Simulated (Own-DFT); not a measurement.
# From a pressure shift to a lattice shift: C11b WSi2, 30 atoms (Si20W10)

Source: density functional calculations with Own-DFT, an unreviewed in-house program that is no longer used. Nothing was measured or relaxed, and spin and spin-orbit coupling are left out.

Known weak points: forces on such cells failed a check on a denser k mesh; stress not checked against mesh or cutoff.

Each geometry was run with PBE and with PBEsol, otherwise alike: PseudoDojo norm-conserving scalar-relativistic files made for PBE; cutoff 50 hartree; 5 x 5 x 5 k mesh centred on Gamma; cold (Marzari-Vanderbilt) smearing of 0.2 eV. Unstrained cell vectors in Å: (-2.149, -5.953, 3.409); (-6.444, 2.976, 1.136); (-2.553, -2.948, -6.757). Each has a uniform strain, of which the change of volume is shown, and random moves of rms u per axis.

```
run,volume change (%),u (Å),P with PBE (GPa),P with PBEsol (GPa)
1,0.62,0.0445,4.19,0.12
2,-3.73,0.0551,16.04,11.74
3,1.07,0.0477,4.24,0.21
4,-1.09,0.0524,10.14,5.99
5,-1.86,0.0520,12.92,8.72
6,-3.72,0.0482,15.40,11.11
7,0.49,0.0536,5.81,1.74
8,1.91,0.0510,2.35,-1.64
9,0.33,0.0547,6.90,2.82
10,-0.34,0.0520,7.85,3.74
11,1.02,0.0477,4.70,?
```

Question: by how much does PBEsol shrink this cell, and what belongs in the blank?

## Solution

Write v for the change of volume as a fraction. Fitted to v and u², the PBE pressure has a slope of -241 ± 11 GPa in v, with the ions held to the strained lattice. The difference PBEsol less PBE is -4.09 + 5.4 v GPa (slope ± 0.1) and averages -4.13 GPa. Divided by the mean slope of the two, 238 GPa, that makes PBEsol's volume at a given pressure, near 7 GPa, about 1.7 % smaller, or 0.58 % in lengths. At one volume PBEsol's slope is the smaller by 5 GPa, but its pressure there is lower too. If stiffness rises by about 4 GPa for each GPa, PBEsol at equal pressure is stiffer by about 11 GPa. Files made for PBEsol would give a different shift.

For run 11 the line gives 0.66 GPa. The run itself gave 0.65 GPa.
